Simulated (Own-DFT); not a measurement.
# What it costs to cut wurtzite AlN, m plane (10-10)

The numbers are computed, not measured, by runs of the plane-wave DFT program Own-DFT (in-house, retired, unreviewed) at fixed positions, with no spin and no spin-orbit coupling.

Caveats (not all hold for every row): some atoms lie very close together; forces not confirmed at this smearing and k mesh; k mesh not checked against a denser one.

Both sets of runs: PBE; PseudoDojo norm-conserving scalar-relativistic files; cutoff 42 hartree; Gaussian smearing of 0.01 eV. The slab has 128 atoms in 16 layers, two equal faces of 62.02 Å² as cut, 15 Å of vacuum, a dipole correction along the normal and a 6 x 3 x 1 mesh. The bulk cell has 72 atoms, the same measured lattice constants and a 4 x 4 x 3 mesh. All atoms were moved at random; u is the rms move along one axis. Energies are counted from -174.06 eV for each atom.

| slab run | u (Å) | E (eV, cell) |
|---|---|---|
| 1 | 0.0201 | 20.689 |
| 2 | 0.0202 | 20.674 |
| 3 | 0.0204 | 20.255 |
| 4 | 0.0207 | 20.416 |
| 5 | 0.0211 | 20.661 |
| 6 | 0.0212 | 20.369 |
| 7 | 0.0488 | 28.095 |
| 8 | 0.0491 | 26.922 |
| 9 | 0.0496 | 28.436 |
| 10 | 0.0500 | 26.697 |
| 11 | 0.1019 | 59.578 |
| 12 | 0.1071 | 64.448 |

| bulk run | u (Å) | E (meV/atom) |
|---|---|---|
| 1 | 0.0190 | -2.38 |
| 2 | 0.0204 | -0.79 |
| 3 | 0.0205 | -0.89 |
| 4 | 0.0224 | 0.29 |
| 5 | 0.0929 | 262.18 |
| 6 | 0.0939 | 273.87 |
| 7 | 0.0969 | 375.24 |
| 8 | 0.1024 | 375.54 |
| 9 | 0.1025 | 262.22 |
| 10 | 0.1051 | 354.83 |

Question: what is the energy of the unrelaxed surface?

## Worked answer

Take each set to u = 0 with E = a + b u². Residuals are scaled by 1/(u² + 0.0006 Å²) to tame the large moves. Slab: a = 18.91 ± 0.14 eV. Bulk: a = -15.3 ± 2.2 meV/atom. The excess is 18.91 - 128 x (-0.0153) = 20.86 ± 0.31 eV. Over two faces that is 168 meV/Å², or 2.69 ± 0.04 J/m². Relaxing the faces would lower the energy, and the unlike meshes and the reach from the smallest u down to zero add errors that aren't counted here.
